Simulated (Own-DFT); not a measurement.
Simulation results for Hf$_{32}$O$_{63}$ (monoclinic hafnia with one vacancy, atoms displaced)

All values are calculated (Own-DFT development build). A calculation, not a measurement: plane-wave PBE density functional theory by an unreviewed code, no spin, of a simulated periodic cell, stress positive in tension, free energy of the whole cell less one offset for each atom, defect cell not probed for a lower state with spin; hafnium file: forces about 75 meV/angstrom off all-electron values; oxygen file: force components 24 meV/angstrom off all-electron in one glass; forces on such cells passed a denser k mesh, this cell's mesh not checked; offsets are fitted by least squares, one for each functional and potential file, so energies compare only between cells with the same atoms and settings and are not formation energies; the far tail of each file's local potential was reset to the Coulomb form; each entry is a single point on an unrelaxed cell, so the pressure reflects the starting lattice, mostly measured values, from which strain is counted, and rises with the displacements; printed positions are rounded, which can move forces by about a meV/angstrom; the program is a retired in-house code; no spin-orbit coupling; before rounding, a Quantum ESPRESSO 7.3.1 run of the same cell and cutoff gave forces within 1 meV/angstrom rms on each cell, which checks the program and not the settings.

Settings shared by all entries: functional PBE; potential files PseudoDojo norm-conserving, scalar-relativistic, standard set; wave cutoff 72 hartree; occupations Fermi-Dirac; smearing width 0.1 eV; k mesh 2 x 2 x 2 centred on Gamma.

```json
{"entry": 1, "formula": "Hf32O63", "kind": "monoclinic hafnia with one vacancy, atoms displaced", "structure": {"cell_angstrom": [[10.234, 0.0, 0.0], [0.0, 10.35, 0.0], [-1.6955, 0.0, 10.4453]], "atoms_fractional": [["Hf", 0.13538, 0.01673, 0.09555], ["Hf", 0.36699, 0.26923, 0.14192], ["Hf", 0.36517, 0.47908, 0.40583], ["Hf", 0.13857, 0.23407, 0.35544], ["O", 0.04141, 0.16734, 0.17011], ["O", 0.46141, 0.41306, 0.0775], ["O", 0.45659, 0.33883, 0.31968], ["O", 0.03262, 0.08948, 0.42523], ["O", 0.22556, 0.37914, 0.24563], ["O", 0.27292, 0.12563, 0.00515], ["O", 0.27271, 0.11863, 0.25021], ["O", 0.23056, 0.3714, 0.4917], ["Hf", 0.14098, 0.02271, 0.59826], ["Hf", 0.3586, 0.26223, 0.64542], ["Hf", 0.36674, 0.4863, 0.89186], ["Hf", 0.13948, 0.2309, 0.85635], ["O", 0.03806, 0.16693, 0.67687], ["O", 0.45949, 0.40525, 0.57597], ["O", 0.45993, 0.33034, 0.81933], ["O", 0.02906, 0.08145, 0.91997], ["O", 0.22101, 0.38092, 0.74349], ["O", 0.27137, 0.1264, 0.5162], ["O", 0.2812, 0.11826, 0.75923], ["O", 0.23028, 0.37199, 0.9863], ["Hf", 0.14116, 0.50731, 0.11009], ["Hf", 0.3671, 0.76111, 0.14047], ["Hf", 0.36187, 0.98465, 0.39378], ["Hf", 0.13618, 0.72499, 0.34534], ["O", 0.04413, 0.66469, 0.18467], ["O", 0.46551, 0.91217, 0.07663], ["O", 0.45641, 0.82984, 0.32243], ["O", 0.02717, 0.57678, 0.42198], ["O", 0.2204, 0.87173, 0.24087], ["O", 0.2702, 0.62139, 0.00514], ["O", 0.27775, 0.62399, 0.26962], ["O", 0.22449, 0.86511, 0.48953], ["Hf", 0.13903, 0.51473, 0.60628], ["Hf", 0.36373, 0.75987, 0.64442], ["Hf", 0.35947, 0.986, 0.88988], ["Hf", 0.13321, 0.72202, 0.84332], ["O", 0.03541, 0.66632, 0.67439], ["O", 0.45711, 0.91133, 0.57397], ["O", 0.46215, 0.8392, 0.83303], ["O", 0.03105, 0.57967, 0.92393], ["O", 0.22041, 0.88339, 0.73257], ["O", 0.27531, 0.63262, 0.5052], ["O", 0.27556, 0.62027, 0.75734], ["O", 0.22564, 0.87538, 0.98737], ["Hf", 0.63864, 0.01985, 0.10203], ["Hf", 0.86501, 0.26766, 0.15165], ["Hf", 0.86069, 0.47527, 0.39164], ["Hf", 0.63669, 0.2423, 0.36258], ["O", 0.54786, 0.16635, 0.17486], ["O", 0.96754, 0.41163, 0.08226], ["O", 0.96539, 0.3245, 0.32375], ["O", 0.53135, 0.08033, 0.41635], ["O", 0.72159, 0.38061, 0.23766], ["O", 0.76971, 0.12761, 0.01339], ["O", 0.77024, 0.12376, 0.26103], ["O", 0.71962, 0.37473, 0.4914], ["Hf", 0.6356, 0.02484, 0.60593], ["Hf", 0.86605, 0.26994, 0.65226], ["Hf", 0.87091, 0.47885, 0.90247], ["Hf", 0.63887, 0.23357, 0.84784], ["O", 0.54213, 0.159, 0.67774], ["O", 0.95714, 0.41496, 0.58017], ["O", 0.96861, 0.34157, 0.82836], ["O", 0.5307, 0.08731, 0.92358], ["O", 0.71953, 0.37583, 0.73482], ["O", 0.77605, 0.12738, 0.5094], ["O", 0.77141, 0.12129, 0.75605], ["O", 0.72825, 0.365, 0.00092], ["Hf", 0.63573, 0.51768, 0.10542], ["Hf", 0.86735, 0.76929, 0.14852], ["Hf", 0.86618, 0.98875, 0.39225], ["Hf", 0.63934, 0.72959, 0.35792], ["O", 0.53266, 0.66903, 0.16947], ["O", 0.96373, 0.90231, 0.07988], ["O", 0.96135, 0.83564, 0.31837], ["O", 0.53915, 0.58571, 0.42252], ["O", 0.7318, 0.88376, 0.23232], ["O", 0.77537, 0.63856, 0.01045], ["O", 0.77124, 0.62648, 0.25733], ["O", 0.728, 0.87458, 0.48411], ["Hf", 0.64165, 0.51825, 0.61056], ["Hf", 0.85839, 0.77176, 0.64433], ["Hf", 0.86248, 0.97052, 0.89891], ["Hf", 0.63857, 0.73247, 0.85122], ["O", 0.5318, 0.67145, 0.68078], ["O", 0.96211, 0.91586, 0.57371], ["O", 0.53858, 0.57758, 0.92622], ["O", 0.72024, 0.88199, 0.74076], ["O", 0.78127, 0.63381, 0.50758], ["O", 0.78008, 0.62175, 0.76586], ["O", 0.71747, 0.87063, 0.98907]]}, "results": {"free_energy_of_cell_above_offsets [eV]": "-90.629", "pressure [GPa]": 5.36, "stress_xx [GPa]": -5.93, "stress_yy [GPa]": -4.36, "stress_zz [GPa]": -5.79, "stress_yz [GPa]": -0.07, "stress_xz [GPa]": -0.99, "stress_xy [GPa]": -0.61, "force_element": ["Hf", "Hf", "Hf", "Hf", "O", "O", "O", "O", "O", "O", "O", "O", "Hf", "Hf", "Hf", "Hf", "O", "O", "O", "O", "O", "O", "O", "O", "Hf", "Hf", "Hf", "Hf", "O", "O", "O", "O", "O", "O", "O", "O", "Hf", "Hf", "Hf", "Hf", "O", "O", "O", "O", "O", "O", "O", "O", "Hf", "Hf", "Hf", "Hf", "O", "O", "O", "O", "O", "O", "O", "O", "Hf", "Hf", "Hf", "Hf", "O", "O", "O", "O", "O", "O", "O", "O", "Hf", "Hf", "Hf", "Hf", "O", "O", "O", "O", "O", "O", "O", "O", "Hf", "Hf", "Hf", "Hf", "O", "O", "O", "O", "O", "O", "O"], "force_x [eV/angstrom]": [0.995, 0.04, -0.049, 0.798, -0.791, 1.045, 1.329, 0.858, -0.33, -0.162, 0.15, -1.458, -1.25, 0.324, -0.656, 0.214, -0.083, 2.133, 0.38, -0.13, 0.098, 1.093, -0.834, -0.803, 0.445, -1.738, -0.675, 0.649, -1.073, -0.05, 1.04, 0.794, -0.071, 0.215, 0.974, -0.435, -0.823, -1.925, 0.42, 0.255, -0.395, 1.415, 0.788, 1.041, -0.052, -0.469, 0.011, -0.688, -0.77, -1.274, -0.049, -0.424, -2.393, 0.408, -0.596, 0.828, 0.224, 1.276, 1.0, 0.153, 0.721, -0.245, -2.283, -0.511, -2.506, 1.045, 0.176, 0.476, 0.253, -0.288, 0.944, 0.017, 0.625, -2.13, -1.402, -0.091, 1.378, 1.699, 0.759, -0.486, -0.682, -0.166, 0.082, -0.814, -0.194, 0.761, -0.745, -0.29, 1.923, 0.429, 0.278, 0.763, -0.749, -0.512, 0.821], "force_y [eV/angstrom]": [-1.022, -1.623, 1.252, -1.391, 0.094, 1.08, -0.622, 0.647, -0.257, 0.959, 0.332, -0.411, -2.644, 0.538, -1.372, -0.674, 0.294, 1.306, 0.485, 0.065, -0.468, 0.675, 1.514, -0.339, 2.094, 2.532, -2.948, 2.079, -1.959, 0.379, 0.136, -0.118, 1.062, 0.138, -1.594, 1.065, 0.932, 3.672, -2.034, 2.163, -0.478, 0.861, -1.437, 0.947, -0.988, -1.681, -0.281, -1.005, -0.54, -1.655, 1.408, -2.903, 1.627, 0.613, 1.321, 1.385, -0.149, 0.07, 0.721, 0.484, -2.303, -1.232, 0.647, -1.327, 1.592, 0.545, -1.065, 0.759, 0.307, 1.167, -0.113, 0.828, 1.034, -0.842, -2.054, 1.713, -1.464, 2.528, 0.349, -0.987, -0.325, -1.798, -1.426, -0.269, 0.996, 1.113, 0.312, 0.652, -2.39, 0.069, 0.53, -0.441, -1.179, -0.551, 0.293], "force_z [eV/angstrom]": [1.58, 0.362, -1.947, -1.123, -0.027, -0.418, 0.856, -0.376, -0.405, 0.133, 1.182, 0.322, 1.311, 1.015, 0.773, -0.089, -0.055, 0.573, 0.597, -0.104, -0.759, -1.597, -0.641, 0.533, -0.303, 0.42, -0.864, 3.043, -3.271, -0.009, 0.734, 0.383, -0.922, 0.252, -1.22, -0.238, -1.153, -0.521, 1.434, 2.133, -0.687, 0.401, -0.83, 0.2, 0.611, 1.044, -0.245, -0.763, 0.264, -1.527, 0.442, -2.148, 0.048, -0.146, 1.347, 0.807, 1.294, -0.662, 0.734, 0.351, -1.619, -0.721, 0.307, 2.502, -0.808, -0.404, -0.167, -0.548, 0.716, 0.506, 0.989, -1.323, -0.197, 0.029, -0.368, -1.193, 0.209, -2.197, 1.671, 1.219, 0.684, -0.26, 0.773, 0.305, -0.986, -0.461, -0.323, 2.143, -1.067, 0.573, -0.829, -0.152, 0.678, -1.012, -0.801]}}
{"entry": 2, "formula": "Hf32O63", "kind": "monoclinic hafnia with one vacancy, atoms displaced", "structure": {"cell_angstrom": [[10.234, 0.0, 0.0], [0.0, 10.35, 0.0], [-1.6955, 0.0, 10.4453]], "atoms_fractional": [["Hf", 0.14854, 0.0225, 0.10034], ["Hf", 0.36334, 0.26341, 0.14144], ["Hf", 0.35677, 0.47992, 0.39705], ["Hf", 0.14081, 0.22788, 0.3533], ["O", 0.03309, 0.16561, 0.16718], ["O", 0.46371, 0.42071, 0.07048], ["O", 0.46269, 0.33471, 0.32355], ["O", 0.03734, 0.08014, 0.42579], ["O", 0.22137, 0.38551, 0.23722], ["O", 0.27307, 0.1234, 0.01583], ["O", 0.2775, 0.12165, 0.25872], ["O", 0.22297, 0.36683, 0.49389], ["Hf", 0.13776, 0.02393, 0.60873], ["Hf", 0.36005, 0.276, 0.63998], ["Hf", 0.35795, 0.48124, 0.90039], ["Hf", 0.14044, 0.23362, 0.8538], ["O", 0.03414, 0.17345, 0.66881], ["O", 0.46958, 0.41182, 0.58283], ["O", 0.46941, 0.34212, 0.82503], ["O", 0.03666, 0.08699, 0.92153], ["O", 0.22086, 0.37734, 0.7347], ["O", 0.27233, 0.12805, 0.50096], ["O", 0.28464, 0.11963, 0.7531], ["O", 0.2299, 0.37693, 0.98211], ["Hf", 0.13819, 0.52047, 0.1009], ["Hf", 0.36272, 0.77618, 0.14346], ["Hf", 0.35775, 0.98227, 0.39115], ["Hf", 0.13962, 0.72885, 0.36459], ["O", 0.03735, 0.65899, 0.17115], ["O", 0.46726, 0.91914, 0.07795], ["O", 0.45651, 0.83538, 0.32846], ["O", 0.02696, 0.58062, 0.4211], ["O", 0.2206, 0.87918, 0.23885], ["O", 0.27256, 0.63318, 0.00516], ["O", 0.26616, 0.62417, 0.25578], ["O", 0.22626, 0.87093, 0.4982], ["Hf", 0.13908, 0.52134, 0.60423], ["Hf", 0.36401, 0.76871, 0.64488], ["Hf", 0.36346, 0.97084, 0.90463], ["Hf", 0.13767, 0.72249, 0.85754], ["O", 0.0297, 0.6666, 0.66889], ["O", 0.44736, 0.91452, 0.58075], ["O", 0.46816, 0.83904, 0.826], ["O", 0.03662, 0.58558, 0.92813], ["O", 0.22059, 0.88361, 0.74331], ["O", 0.28475, 0.62277, 0.51327], ["O", 0.27991, 0.6138, 0.75516], ["O", 0.22149, 0.87331, 0.98241], ["Hf", 0.63404, 0.01859, 0.10962], ["Hf", 0.86285, 0.27505, 0.14306], ["Hf", 0.85651, 0.48918, 0.38704], ["Hf", 0.64515, 0.23043, 0.35408], ["O", 0.536, 0.16785, 0.17764], ["O", 0.96082, 0.4225, 0.08153], ["O", 0.96328, 0.32919, 0.3166], ["O", 0.53856, 0.0869, 0.42271], ["O", 0.72835, 0.37868, 0.23783], ["O", 0.77507, 0.14026, 0.00589], ["O", 0.77443, 0.12175, 0.26227], ["O", 0.72678, 0.37352, 0.48733], ["Hf", 0.64107, 0.02465, 0.60623], ["Hf", 0.86025, 0.26283, 0.64171], ["Hf", 0.86403, 0.47636, 0.89819], ["Hf", 0.63393, 0.23351, 0.85895], ["O", 0.53204, 0.16812, 0.67165], ["O", 0.96659, 0.41621, 0.57331], ["O", 0.95803, 0.34241, 0.82176], ["O", 0.53655, 0.08501, 0.92444], ["O", 0.72204, 0.37331, 0.74586], ["O", 0.77973, 0.11925, 0.50341], ["O", 0.77895, 0.12295, 0.7618], ["O", 0.71739, 0.38131, 0.98213], ["Hf", 0.64054, 0.5205, 0.10337], ["Hf", 0.86405, 0.76906, 0.15183], ["Hf", 0.87065, 0.98509, 0.38702], ["Hf", 0.63528, 0.73964, 0.34112], ["O", 0.53521, 0.67447, 0.18626], ["O", 0.96859, 0.91755, 0.07766], ["O", 0.9576, 0.84055, 0.32797], ["O", 0.53328, 0.58973, 0.42549], ["O", 0.72482, 0.87243, 0.23781], ["O", 0.78415, 0.61477, 0.25865], ["O", 0.72285, 0.87949, 0.49104], ["Hf", 0.63572, 0.5172, 0.6107], ["Hf", 0.86225, 0.76637, 0.65986], ["Hf", 0.85834, 0.98084, 0.89399], ["Hf", 0.63248, 0.73611, 0.8613], ["O", 0.53465, 0.66793, 0.6794], ["O", 0.95217, 0.92089, 0.58032], ["O", 0.96446, 0.83706, 0.82798], ["O", 0.53109, 0.58859, 0.92346], ["O", 0.7224, 0.88297, 0.73316], ["O", 0.76911, 0.62721, 0.50497], ["O", 0.77265, 0.62996, 0.75029], ["O", 0.72188, 0.87027, 0.99314]]}, "results": {"free_energy_of_cell_above_offsets [eV]": "-89.686", "pressure [GPa]": 5.13, "stress_xx [GPa]": -5.0, "stress_yy [GPa]": -5.34, "stress_zz [GPa]": -5.07, "stress_yz [GPa]": 0.27, "stress_xz [GPa]": 0.14, "stress_xy [GPa]": -0.45, "force_element": ["Hf", "Hf", "Hf", "Hf", "O", "O", "O", "O", "O", "O", "O", "O", "Hf", "Hf", "Hf", "Hf", "O", "O", "O", "O", "O", "O", "O", "O", "Hf", "Hf", "Hf", "Hf", "O", "O", "O", "O", "O", "O", "O", "O", "Hf", "Hf", "Hf", "Hf", "O", "O", "O", "O", "O", "O", "O", "O", "Hf", "Hf", "Hf", "Hf", "O", "O", "O", "O", "O", "O", "O", "O", "Hf", "Hf", "Hf", "Hf", "O", "O", "O", "O", "O", "O", "O", "O", "Hf", "Hf", "Hf", "Hf", "O", "O", "O", "O", "O", "O", "O", "Hf", "Hf", "Hf", "Hf", "O", "O", "O", "O", "O", "O", "O", "O"], "force_x [eV/angstrom]": [-4.213, 0.606, 2.205, -1.391, 0.843, 0.009, -0.07, 1.007, 0.335, 1.746, 0.081, 0.123, -0.444, 0.228, 2.25, -0.725, 0.792, -0.315, -1.138, 0.006, -0.045, 0.181, -1.112, -1.658, 0.057, -1.355, 0.634, -0.44, -1.409, -0.72, 0.547, 2.463, 0.182, 0.634, 0.989, -1.309, -1.539, -0.499, 0.36, 0.049, 1.59, 2.79, -0.872, -0.922, 0.309, -1.244, -1.133, 0.104, 2.17, 0.255, -0.001, -1.011, -0.161, 0.229, 0.373, -0.956, -0.844, -0.254, 0.075, -0.428, -0.582, -0.165, -1.116, 0.186, 0.455, -0.14, 1.992, -0.789, 0.271, -0.372, -0.18, 0.247, -0.485, 1.335, -2.701, 0.372, -0.527, -0.526, 2.731, -0.969, -0.422, -1.076, -0.611, 0.864, -0.427, 0.72, 1.019, 0.054, 1.952, 0.494, 0.43, -0.544, 0.528, -0.473, 0.444], "force_y [eV/angstrom]": [-0.848, 2.43, 0.275, 0.43, -0.305, -0.862, -0.018, 1.061, -1.228, 1.317, 0.343, 0.646, -1.211, -1.78, 0.119, -0.601, -0.341, 0.741, 0.112, 0.262, -0.105, 0.341, 0.414, -1.621, 0.359, -1.547, -0.045, -0.044, 1.43, -0.776, 0.01, 1.687, 0.084, 0.183, 0.084, -0.769, -0.87, 0.097, 2.092, 1.651, -0.615, 2.07, 0.195, -0.328, -0.992, 0.433, 0.843, -0.55, 1.485, -0.915, -2.83, 0.381, -0.464, 0.055, 0.444, -0.452, 0.058, -1.061, -0.139, -0.797, -1.033, 1.896, 1.13, -0.182, -0.17, -0.392, -1.321, -0.721, 0.836, 2.087, 0.037, 0.402, 0.447, 0.387, -0.158, -0.645, -1.604, -0.376, -3.024, -0.763, 1.135, 2.108, -0.786, 1.411, 1.669, 0.18, -1.44, -0.493, 0.627, -0.416, 0.505, 0.028, 0.204, -1.963, 0.374], "force_z [eV/angstrom]": [1.067, 1.644, -0.753, -0.65, 0.278, 1.325, 0.039, -0.571, 0.047, -1.438, -0.589, -1.052, -0.173, 1.337, -2.326, -1.468, 0.756, -1.201, 0.176, -0.491, 0.664, 0.655, 1.376, 0.953, 1.581, 1.523, 2.176, -1.402, 0.706, 0.703, -0.611, -0.031, -0.121, 0.766, 0.832, -1.724, -0.047, 0.805, -4.009, -2.108, 0.966, -0.743, 0.674, -0.883, 0.281, -0.749, 0.796, 1.438, -0.929, 0.281, 3.126, 1.062, -1.008, -1.017, 1.442, -0.202, -0.565, 0.66, -1.272, 0.177, -1.171, -0.548, -1.003, -1.586, 0.197, 0.383, 0.552, 0.849, -1.003, 1.196, -0.401, 1.378, -0.272, -1.768, 3.103, 5.913, -3.541, -0.16, -0.561, -0.11, -0.756, -2.205, -1.085, -1.497, -4.06, 0.735, -1.208, -0.286, 0.147, 0.914, 0.756, 1.912, 0.022, 2.861, 0.123]}}
```
